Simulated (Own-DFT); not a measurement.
# Which defects push the lattice out? zincblende GaP

The numbers are computed, not measured, by runs of the plane-wave DFT program Own-DFT (in-house, retired, unreviewed) at fixed positions, with no spin and no spin-orbit coupling.

Method: PBE; PseudoDojo norm-conserving scalar-relativistic files; cutoff 42 hartree; 3 x 3 x 3 k mesh centred on Gamma; Fermi-Dirac smearing of 0.1 eV.

Known weak points (not all hold for every row): not probed for a lower state with spin; forces on such cells failed a check on a denser k mesh; forces on such cells passed a denser k mesh, each cell not checked; stress not checked against mesh or cutoff.

All runs share one cell, with vectors in Å (10.901, 0.000, 0.000); (0.000, 10.901, 0.000); (0.000, 0.000, 10.901) and a volume of 1295.4 Å³. Atoms were moved at random from their sites; u is the rms move along one axis. The defect's site can differ from row to row.

```
cell,formula,u (Å),P (GPa)
no defect,Ga32P32,0.0192,2.69
no defect,Ga32P32,0.0215,2.74
no defect,Ga32P32,0.0498,3.23
one P on a Ga site,Ga31P33,0.0300,2.92
one P on a Ga site,Ga31P33,0.0302,2.96
one P on a Ga site,Ga31P33,0.0478,3.32
one In on a Ga site,Ga31InP32,0.0295,3.67
one In on a Ga site,Ga31InP32,0.0513,4.16
one In on a Ga site,Ga31InP32,0.0517,4.02
one As on a P site,AsGa32P31,0.0270,3.13
one As on a P site,AsGa32P31,0.0476,3.53
one As on a P site,AsGa32P31,0.0498,3.52
two P vacancies,Ga32P30,0.0300,2.28
two P vacancies,Ga32P30,0.0317,2.21
two P vacancies,Ga32P30,0.0488,?
two P vacancies,Ga32P30,0.0505,2.84
```

## Working it out

P = P0 + c u² + a shift for each defect gives P0 = 2.59 GPa, c = 269 ± 21 GPa/Å² and a scatter of 0.07 GPa. The shifts, and each times the cell's volume:

- one In on a Ga site: 0.80 ± 0.06 GPa, 6.5 eV
- one As on a P site: 0.31 ± 0.06 GPa, 2.5 eV
- one P on a Ga site: 0.11 ± 0.06 GPa, 0.9 eV (not resolved)
- two P vacancies: -0.55 ± 0.06 GPa, -4.4 eV (-2.2 eV for each of its 2 sites)

Against the defect-free cell, a freed cell would be larger where the shift is positive and smaller where it is negative (160.2 GPa Å³ is 1 eV). The atoms around the defects weren't relaxed, which would change these numbers.

## Withheld run

Q: what pressure belongs in the blank (two P vacancies, u = 0.0488 Å)?

The fitted form gives 2.68 ± 0.08 GPa. The calculation gave 2.40 GPa. That is outside the usual scatter, by luck or through something left out of the fit.
